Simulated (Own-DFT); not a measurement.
GaP (zincblende, strained, atoms displaced) (calculated)

All values are calculated (Own-DFT development build). A calculation, not a measurement: plane-wave PBE density functional theory by an unreviewed code, no spin, of a simulated periodic cell, stress positive in tension, free energy of the whole cell less one offset for each atom, forces on such cells passed a denser k mesh, this cell's mesh not checked; offsets are fitted by least squares, one for each functional and potential file, so energies compare only between cells with the same atoms and settings and are not formation energies; the far tail of each file's local potential was reset to the Coulomb form; each entry is a single point on an unrelaxed cell, so the pressure reflects the starting lattice, mostly measured values (interpolated for alloys), from which strain is counted, and rises with the displacements; printed positions are rounded, which can move forces by about a meV/angstrom; the program, named Own-DFT, is a retired in-house code; no spin-orbit coupling.

```cif
# cell vector a (Å): 10.8062 0.0436 -0.1112
# cell vector b (Å): 0.0436 10.9694 -0.0626
# cell vector c (Å): -0.1112 -0.0626 11.0113
data_GaP
_symmetry_space_group_name_H-M 'P 1'
_symmetry_Int_Tables_number 1
_cell_length_a 10.8069
_cell_length_b 10.9697
_cell_length_c 11.0120
_cell_angle_alpha 90.655
_cell_angle_beta 91.169
_cell_angle_gamma 89.538
_cell_volume 1305.05
loop_
_atom_site_label
_atom_site_type_symbol
_atom_site_fract_x
_atom_site_fract_y
_atom_site_fract_z
_atom_site_occupancy
Ga1 Ga 0.99958 0.00091 0.00674 1
Ga2 Ga 0.00434 0.25826 0.25200 1
Ga3 Ga 0.24564 0.00345 0.24961 1
Ga4 Ga 0.25203 0.24258 0.00550 1
P1 P 0.12281 0.12191 0.11823 1
P2 P 0.12359 0.38013 0.36950 1
P3 P 0.37979 0.12114 0.37982 1
P4 P 0.37782 0.38204 0.13001 1
Ga5 Ga 0.00064 0.00007 0.49560 1
Ga6 Ga 0.00487 0.23695 0.75173 1
Ga7 Ga 0.25034 0.98487 0.75214 1
Ga8 Ga 0.24698 0.25549 0.49989 1
P5 P 0.13141 0.12880 0.61894 1
P6 P 0.12296 0.37457 0.88349 1
P7 P 0.37875 0.13021 0.87692 1
P8 P 0.37646 0.37700 0.62582 1
Ga9 Ga 0.00161 0.50283 0.99769 1
Ga10 Ga 0.99506 0.74980 0.25949 1
Ga11 Ga 0.24825 0.50154 0.24440 1
Ga12 Ga 0.25700 0.75407 0.99943 1
P9 P 0.12524 0.63384 0.11770 1
P10 P 0.13043 0.87413 0.37557 1
P11 P 0.37557 0.62525 0.38282 1
P12 P 0.37118 0.87081 0.11941 1
Ga13 Ga 0.00463 0.49825 0.50008 1
Ga14 Ga 0.99221 0.75061 0.75329 1
Ga15 Ga 0.24121 0.49687 0.75126 1
Ga16 Ga 0.25205 0.75090 0.49568 1
P13 P 0.12632 0.62076 0.62386 1
P14 P 0.12800 0.87408 0.87683 1
P15 P 0.36818 0.62170 0.87212 1
P16 P 0.37096 0.87156 0.62914 1
Ga17 Ga 0.49982 0.00554 0.99860 1
Ga18 Ga 0.50515 0.24761 0.25228 1
Ga19 Ga 0.75598 0.99955 0.24444 1
Ga20 Ga 0.75120 0.24393 0.99430 1
P17 P 0.62408 0.12702 0.12298 1
P18 P 0.63006 0.38386 0.37214 1
P19 P 0.87696 0.12958 0.38112 1
P20 P 0.87519 0.36630 0.12941 1
Ga21 Ga 0.49845 0.00398 0.50256 1
Ga22 Ga 0.50279 0.25549 0.74429 1
Ga23 Ga 0.74984 0.00248 0.75585 1
Ga24 Ga 0.75174 0.25249 0.49296 1
P21 P 0.62136 0.12636 0.61605 1
P22 P 0.63355 0.38004 0.87533 1
P23 P 0.87297 0.12300 0.87124 1
P24 P 0.87023 0.37834 0.62548 1
Ga25 Ga 0.50729 0.49326 0.99002 1
Ga26 Ga 0.49115 0.75596 0.24953 1
Ga27 Ga 0.74412 0.51092 0.25115 1
Ga28 Ga 0.75183 0.74804 0.99744 1
P25 P 0.62555 0.62602 0.13721 1
P26 P 0.62289 0.87767 0.37793 1
P27 P 0.87047 0.62615 0.37595 1
P28 P 0.87691 0.87004 0.12593 1
Ga29 Ga 0.49739 0.51399 0.49874 1
Ga30 Ga 0.50607 0.75383 0.74886 1
Ga31 Ga 0.75343 0.50544 0.74641 1
Ga32 Ga 0.75431 0.75354 0.49590 1
P29 P 0.62060 0.63485 0.62852 1
P30 P 0.62257 0.87168 0.88372 1
P31 P 0.87856 0.61981 0.87507 1
P32 P 0.88325 0.86822 0.62515 1
_calc_functional 'PBE'
_calc_potential_files 'PseudoDojo norm-conserving, scalar-relativistic, standard set'
_calc_wave_cutoff 42  # hartree
_calc_occupations 'Fermi-Dirac'
_calc_smearing_width 0.1  # eV
_calc_k_mesh '3 x 3 x 3 centred on Gamma'
_calc_free_energy_of_cell_above_offsets '-33.020'  # eV
_calc_pressure 2.72  # GPa
_calc_stress_xx -3.58  # GPa
_calc_stress_yy -2.37  # GPa
_calc_stress_zz -2.2  # GPa
_calc_stress_yz -0.97  # GPa
_calc_stress_xz -2.08  # GPa
_calc_stress_xy 1.22  # GPa
```

Force:
| element | x (eV/Å) | y (eV/Å) | z (eV/Å) |
| --- | --- | --- | --- |
| Ga | -0.564 | -0.901 | -1.025 |
| Ga | -0.307 | -1.444 | -0.178 |
| Ga | 0.552 | -0.394 | -0.114 |
| Ga | 0.251 | 1.054 | -0.035 |
| P | 0.279 | 0.932 | 1.449 |
| P | 0.841 | 0.16 | 0.475 |
| P | -0.955 | 1.004 | -0.933 |
| P | 0.33 | -1.078 | -0.682 |
| Ga | 0.333 | -0.17 | 0.669 |
| Ga | -0.215 | 1.299 | -0.232 |
| Ga | -0.069 | 1.788 | 0.095 |
| Ga | 0.659 | -0.003 | -0.392 |
| P | -0.22 | -1.041 | 0.638 |
| P | 0.295 | -0.785 | -0.763 |
| P | -0.276 | -0.394 | -0.962 |
| P | -0.28 | 0.691 | -0.398 |
| Ga | -0.178 | -0.744 | 1.1 |
| Ga | 0.621 | -0.243 | -0.596 |
| Ga | -0.09 | 0.693 | 0.28 |
| Ga | -0.808 | -1.121 | -0.741 |
| P | -0.193 | -0.192 | 0.904 |
| P | -0.617 | 0.419 | -0.305 |
| P | -0.851 | 0.715 | -1.99 |
| P | 0.703 | 1.815 | 0.86 |
| Ga | -0.909 | 0.053 | 0.122 |
| Ga | 1.348 | -0.802 | 0.209 |
| Ga | 0.382 | -0.477 | 0.084 |
| Ga | -0.292 | -0.438 | 0.987 |
| P | -0.269 | 1.027 | 0.059 |
| P | -0.935 | -0.002 | 0.178 |
| P | 1.115 | 0.294 | 0.016 |
| P | 0.956 | 0.19 | -0.79 |
| Ga | -0.264 | -0.573 | 0.399 |
| Ga | -0.429 | 0.57 | 0.22 |
| Ga | -0.547 | 0.23 | 0.675 |
| Ga | -0.06 | 0.493 | 0.655 |
| P | 0.55 | -0.184 | 0.081 |
| P | -0.746 | -0.288 | 0.525 |
| P | 0.318 | -0.443 | -1.367 |
| P | -0.556 | 1.531 | -0.788 |
| Ga | -0.227 | -1.356 | 0.256 |
| Ga | 0.195 | -0.34 | 0.54 |
| Ga | -0.69 | -1.007 | -1.151 |
| Ga | -0.538 | 0.43 | 0.733 |
| P | 1.054 | 0.429 | 1.133 |
| P | 0.231 | -0.774 | -0.97 |
| P | 0.809 | -0.098 | 0.679 |
| P | 1.002 | -0.706 | -0.123 |
| Ga | -0.955 | 1.138 | 1.282 |
| Ga | 0.547 | -0.511 | 0.597 |
| Ga | 1.214 | -1.656 | 0.093 |
| Ga | -0.134 | -0.68 | 0.729 |
| P | -1.043 | 0.943 | -2.26 |
| P | 0.172 | 0.307 | -0.559 |
| P | 0.868 | -0.332 | 0.291 |
| P | 0.129 | 0.396 | -0.188 |
| Ga | 0.926 | -1.702 | 0.966 |
| Ga | -1.273 | -0.154 | 0.859 |
| Ga | -0.615 | -0.052 | -0.055 |
| Ga | -0.703 | -0.061 | 0.603 |
| P | 1.294 | -0.605 | -0.792 |
| P | 0.352 | 0.77 | -0.71 |
| P | -0.524 | 0.854 | -0.042 |
| P | -0.99 | 1.527 | -0.297 |
